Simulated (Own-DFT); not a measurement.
## Calculated data, HfO2 (monoclinic hafnia, atoms displaced)

A calculation, not a measurement: plane-wave density functional theory by an unreviewed code, no spin, of a simulated periodic cell, stress positive in tension, run twice, with PBE and with PBEsol, both on files made for PBE, so the change isn't that of files made for PBEsol, hafnium file: forces about 75 meV/angstrom off all-electron values; oxygen file: force components 24 meV/angstrom off all-electron in one glass; forces on such cells passed a denser k mesh, this cell's mesh not checked; the far tail of each file's local potential was reset to the Coulomb form; each entry is a single point on an unrelaxed cell, so the pressure reflects the starting lattice, mostly measured values (interpolated for alloys), from which strain is counted, and rises with the displacements; printed positions are rounded, which can move forces by about a meV/angstrom; the program, named Own-DFT, is a retired in-house code; no spin-orbit coupling; stress was not checked against mesh or cutoff. Program: Own-DFT development build.

```yaml
- formula: HfO2
  kind: "monoclinic hafnia, atoms displaced"
  structure:
    cell_angstrom: [[10.234, 0.0, 0.0], [0.0, 10.35, 0.0], [-1.6955, 0.0, 10.4453]]
    atoms_fractional:
      - [Hf, 0.14012, 0.0193, 0.09554]
      - [Hf, 0.36222, 0.26656, 0.14423]
      - [Hf, 0.36203, 0.48131, 0.40231]
      - [Hf, 0.13927, 0.2321, 0.35921]
      - [O, 0.0313, 0.16471, 0.17587]
      - [O, 0.45783, 0.41529, 0.08354]
      - [O, 0.45644, 0.34114, 0.32632]
      - [O, 0.03522, 0.07201, 0.42875]
      - [O, 0.22387, 0.37251, 0.24412]
      - [O, 0.27572, 0.12884, 0.01398]
      - [O, 0.273, 0.12548, 0.25581]
      - [O, 0.22248, 0.37389, 0.48682]
      - [Hf, 0.14022, 0.0302, 0.60486]
      - [Hf, 0.36608, 0.2742, 0.63716]
      - [Hf, 0.35978, 0.4786, 0.88873]
      - [Hf, 0.14305, 0.2259, 0.85152]
      - [O, 0.0417, 0.16673, 0.68094]
      - [O, 0.45806, 0.42403, 0.56945]
      - [O, 0.46737, 0.33817, 0.82039]
      - [O, 0.03626, 0.08681, 0.92077]
      - [O, 0.23091, 0.38164, 0.74278]
      - [O, 0.288, 0.13136, 0.51194]
      - [O, 0.27825, 0.11889, 0.75893]
      - [O, 0.22526, 0.36685, 0.9912]
      - [Hf, 0.13981, 0.52413, 0.10205]
      - [Hf, 0.35782, 0.76312, 0.14775]
      - [Hf, 0.3592, 0.98332, 0.39576]
      - [Hf, 0.14066, 0.72765, 0.35322]
      - [O, 0.03345, 0.66886, 0.17083]
      - [O, 0.46118, 0.91738, 0.07779]
      - [O, 0.45917, 0.83114, 0.32502]
      - [O, 0.03638, 0.58093, 0.43038]
      - [O, 0.2289, 0.8779, 0.24304]
      - [O, 0.28088, 0.63121, 0.00665]
      - [O, 0.27385, 0.62247, 0.2589]
      - [O, 0.22361, 0.8621, 0.48867]
      - [Hf, 0.13024, 0.51695, 0.60468]
      - [Hf, 0.36311, 0.76491, 0.65102]
      - [Hf, 0.36957, 0.98418, 0.89651]
      - [Hf, 0.14292, 0.72801, 0.85495]
      - [O, 0.0382, 0.66714, 0.68003]
      - [O, 0.4647, 0.91786, 0.58052]
      - [O, 0.46716, 0.8317, 0.82382]
      - [O, 0.03526, 0.59292, 0.92106]
      - [O, 0.22552, 0.86867, 0.73319]
      - [O, 0.27668, 0.63003, 0.51302]
      - [O, 0.27996, 0.61881, 0.75848]
      - [O, 0.21991, 0.87234, 0.98854]
      - [Hf, 0.64101, 0.02537, 0.10045]
      - [Hf, 0.86348, 0.26295, 0.14305]
      - [Hf, 0.85427, 0.48527, 0.40242]
      - [Hf, 0.63126, 0.23052, 0.35282]
      - [O, 0.52984, 0.16214, 0.17867]
      - [O, 0.96485, 0.41129, 0.07579]
      - [O, 0.96824, 0.33442, 0.31743]
      - [O, 0.53276, 0.07719, 0.42899]
      - [O, 0.73012, 0.38478, 0.24417]
      - [O, 0.77052, 0.13182, 0.01052]
      - [O, 0.77644, 0.13031, 0.25763]
      - [O, 0.7215, 0.36824, 0.48455]
      - [Hf, 0.63811, 0.01788, 0.60101]
      - [Hf, 0.85912, 0.2639, 0.64485]
      - [Hf, 0.86282, 0.48154, 0.89861]
      - [Hf, 0.63961, 0.22839, 0.84965]
      - [O, 0.53494, 0.16142, 0.67063]
      - [O, 0.95725, 0.41837, 0.57737]
      - [O, 0.96614, 0.33306, 0.83543]
      - [O, 0.53965, 0.08689, 0.91826]
      - [O, 0.72769, 0.37631, 0.74632]
      - [O, 0.76838, 0.12833, 0.50485]
      - [O, 0.77743, 0.11512, 0.75344]
      - [O, 0.72498, 0.36738, 0.99288]
      - [Hf, 0.63558, 0.52053, 0.10605]
      - [Hf, 0.85555, 0.76775, 0.14859]
      - [Hf, 0.8641, 0.98265, 0.39746]
      - [Hf, 0.63573, 0.72829, 0.35713]
      - [O, 0.539, 0.65399, 0.16988]
      - [O, 0.96328, 0.91492, 0.08004]
      - [O, 0.96458, 0.83902, 0.33533]
      - [O, 0.53171, 0.57866, 0.4246]
      - [O, 0.72379, 0.87355, 0.23655]
      - [O, 0.77289, 0.62503, 0.01719]
      - [O, 0.7818, 0.61823, 0.26601]
      - [O, 0.72605, 0.86968, 0.49109]
      - [Hf, 0.63328, 0.52293, 0.60969]
      - [Hf, 0.85744, 0.77387, 0.64456]
      - [Hf, 0.85952, 0.98305, 0.88988]
      - [Hf, 0.63116, 0.72597, 0.85511]
      - [O, 0.53309, 0.66061, 0.67884]
      - [O, 0.96887, 0.92206, 0.57613]
      - [O, 0.96624, 0.83098, 0.82076]
      - [O, 0.53855, 0.58127, 0.92593]
      - [O, 0.71838, 0.8779, 0.73571]
      - [O, 0.77481, 0.63518, 0.50786]
      - [O, 0.78258, 0.61227, 0.77012]
      - [O, 0.72548, 0.87067, 0.99376]
  settings:
    functional: "PBE, then PBEsol"
    potential_files: "PseudoDojo norm-conserving, scalar-relativistic, standard set"
    "wave_cutoff [hartree]": 72.0
    occupations: Fermi-Dirac
    "smearing_width [eV]": 0.1
    k_mesh: "2 x 2 x 2 centred on Gamma"
  results:
    "PBE_pressure [GPa]": 5.16
    "PBE_stress_xx [GPa]": -4.55
    "PBE_stress_yy [GPa]": -5.03
    "PBE_stress_zz [GPa]": -5.9
    "PBE_stress_yz [GPa]": -0.13
    "PBE_stress_xz [GPa]": -0.16
    "PBE_stress_xy [GPa]": -0.28
    "PBEsol_pressure [GPa]": -1.3
    "PBEsol_stress_xx [GPa]": 1.92
    "PBEsol_stress_yy [GPa]": 1.38
    "PBEsol_stress_zz [GPa]": 0.6
    "PBEsol_stress_yz [GPa]": -0.11
    "PBEsol_stress_xz [GPa]": 0.2
    "PBEsol_stress_xy [GPa]": -0.26
    force_element: [Hf, Hf, Hf, Hf, O, O, O, O, O, O, O, O, Hf, Hf, Hf, Hf, O, O, O, O, O, O, O, O, Hf, Hf, Hf, Hf, O, O, O, O, O, O, O, O, Hf, Hf, Hf, Hf, O, O, O, O, O, O, O, O, Hf, Hf, Hf, Hf, O, O, O, O, O, O, O, O, Hf, Hf, Hf, Hf, O, O, O, O, O, O, O, O, Hf, Hf, Hf, Hf, O, O, O, O, O, O, O, O, Hf, Hf, Hf, Hf, O, O, O, O, O, O, O, O]
    "PBE_force_x [eV/angstrom]": [-1.512, -1.342, -1.64, -0.936, 1.13, 1.01, 1.846, 1.841, -0.38, 0.684, -0.062, -0.373, 0.372, -0.134, 0.326, -0.57, -1.316, 1.105, 0.572, -0.723, -0.563, -1.235, 0.403, -0.111, -1.228, 0.961, -0.303, -1.22, 0.363, 0.573, 1.242, -0.132, -0.557, -0.238, 0.289, 0.472, 0.451, -1.216, -0.788, -0.381, -0.451, -0.287, -0.329, -0.293, -0.146, -0.108, -0.092, 0.522, -0.619, 0.377, 1.566, 0.218, 0.742, 1.168, -0.219, 0.511, -0.923, 0.627, -0.731, -0.542, -0.821, 0.369, 0.5, 0.188, -0.178, 0.027, 0.411, -0.973, -0.291, 0.66, 0.01, -0.437, 1.415, 1.286, -0.456, -0.078, -2.033, 0.216, 0.521, 1.55, -0.906, 0.301, -0.684, -0.243, 1.344, 2.05, 1.121, 1.786, 0.707, -1.121, -1.054, -0.898, 0.412, -0.814, -1.248, -0.308]
    "PBE_force_y [eV/angstrom]": [-0.301, 1.509, 0.449, 0.204, -1.219, 0.564, -1.623, 2.66, 1.057, -0.52, -1.01, -0.533, -3.367, -0.158, -0.368, 1.648, 0.601, -1.03, -0.47, -0.659, -0.85, -0.151, 0.241, 0.597, -1.558, 1.596, -1.563, 0.692, -0.372, 0.149, -0.504, 0.421, 0.268, -0.568, -0.47, 1.39, 1.365, 1.53, -1.539, 0.96, -0.605, -0.658, 0.808, -1.233, 1.51, -0.74, -0.15, 0.074, -1.39, 2.554, -1.644, 0.353, -0.426, 1.254, 0.439, 1.202, -0.696, -1.109, -1.342, 0.318, -0.571, 1.404, -1.56, 1.613, 1.053, -0.965, -0.573, -0.778, -0.165, 0.431, 0.715, -0.061, -2.646, 0.511, -0.907, 0.371, 2.806, 0.484, -1.265, 1.412, 1.006, 0.531, 1.203, 0.165, -0.894, 0.2, -2.219, 0.234, -0.319, -0.758, 1.512, -0.253, -0.535, -0.869, 1.916, 0.189]
    "PBE_force_z [eV/angstrom]": [2.055, 0.776, -2.865, -2.583, -0.376, -1.033, 0.4, -0.56, -0.729, -1.555, 0.963, 1.177, -0.067, 1.588, 1.891, 1.659, -1.43, 2.353, -0.032, -0.089, -0.98, -0.308, 0.189, -0.741, 0.264, -0.119, -0.151, 0.706, 0.246, -0.365, 0.515, -0.75, -0.86, 0.139, -0.148, 0.09, 0.166, -2.163, 0.032, -0.738, -1.217, -0.058, 1.087, 0.983, 0.701, -0.232, 0.382, -0.086, 1.303, 0.965, -1.95, -0.288, -0.427, -0.046, 1.931, -1.377, -0.118, -1.375, 0.438, 1.414, 0.033, 0.464, 1.402, 0.465, 0.146, 0.93, -1.235, 0.457, -1.604, 0.547, 0.372, -0.839, 0.038, -0.182, -0.655, -1.028, 1.553, -0.733, -0.817, 0.258, 0.506, -0.375, -0.163, -0.352, -0.556, 0.747, 1.528, 1.264, -0.212, 1.072, 0.712, -0.797, 0.652, 0.979, -2.019, -1.155]
    "PBEsol_force_x [eV/angstrom]": [-1.465, -1.329, -1.593, -0.897, 1.098, 0.973, 1.793, 1.791, -0.315, 0.603, -0.112, -0.29, 0.334, -0.136, 0.301, -0.567, -1.265, 1.065, 0.543, -0.686, -0.475, -1.254, 0.318, -0.042, -1.208, 0.906, -0.292, -1.166, 0.371, 0.551, 1.206, -0.121, -0.471, -0.299, 0.222, 0.521, 0.433, -1.219, -0.762, -0.378, -0.419, -0.274, -0.317, -0.267, -0.077, -0.158, -0.14, 0.554, -0.589, 0.374, 1.503, 0.233, 0.732, 1.129, -0.201, 0.496, -0.846, 0.539, -0.769, -0.459, -0.809, 0.339, 0.477, 0.189, -0.167, 0.027, 0.388, -0.946, -0.224, 0.576, -0.044, -0.352, 1.392, 1.235, -0.41, -0.054, -1.968, 0.205, 0.494, 1.515, -0.815, 0.229, -0.73, -0.175, 1.286, 2.0, 1.092, 1.72, 0.702, -1.105, -1.042, -0.863, 0.475, -0.851, -1.278, -0.245]
    "PBEsol_force_y [eV/angstrom]": [-0.259, 1.522, 0.377, 0.21, -1.149, 0.554, -1.598, 2.563, 1.007, -0.514, -0.973, -0.523, -3.256, -0.11, -0.403, 1.562, 0.59, -0.986, -0.476, -0.658, -0.825, -0.15, 0.237, 0.581, -1.472, 1.61, -1.572, 0.653, -0.356, 0.175, -0.515, 0.384, 0.237, -0.555, -0.425, 1.346, 1.394, 1.538, -1.542, 0.891, -0.581, -0.615, 0.757, -1.213, 1.446, -0.729, -0.136, 0.08, -1.321, 2.537, -1.636, 0.303, -0.383, 1.243, 0.374, 1.151, -0.672, -1.091, -1.293, 0.312, -0.517, 1.417, -1.585, 1.549, 1.041, -0.917, -0.568, -0.779, -0.175, 0.415, 0.705, -0.061, -2.525, 0.546, -0.947, 0.321, 2.735, 0.485, -1.229, 1.359, 0.961, 0.515, 1.181, 0.158, -0.824, 0.263, -2.214, 0.174, -0.305, -0.717, 1.455, -0.248, -0.514, -0.856, 1.859, 0.197]
    "PBEsol_force_z [eV/angstrom]": [1.973, 0.789, -2.76, -2.59, -0.331, -1.046, 0.352, -0.474, -0.696, -1.515, 0.938, 1.141, -0.092, 1.576, 1.85, 1.605, -1.343, 2.245, -0.082, -0.045, -0.947, -0.292, 0.185, -0.731, 0.231, -0.08, -0.116, 0.68, 0.288, -0.422, 0.451, -0.667, -0.831, 0.144, -0.16, 0.068, 0.122, -2.083, 0.069, -0.752, -1.135, -0.103, 1.007, 1.0, 0.682, -0.228, 0.382, -0.073, 1.242, 0.982, -1.892, -0.302, -0.375, -0.092, 1.832, -1.285, -0.102, -1.337, 0.407, 1.361, 0.009, 0.484, 1.382, 0.437, 0.18, 0.856, -1.248, 0.492, -1.557, 0.543, 0.365, -0.832, 0.02, -0.166, -0.588, -1.02, 1.552, -0.765, -0.832, 0.313, 0.483, -0.356, -0.151, -0.328, -0.577, 0.758, 1.51, 1.206, -0.155, 0.984, 0.635, -0.74, 0.616, 0.935, -1.959, -1.112]
    "rms_change_of_force_components_from_PBE_to_PBEsol [eV/angstrom]": 0.045
```
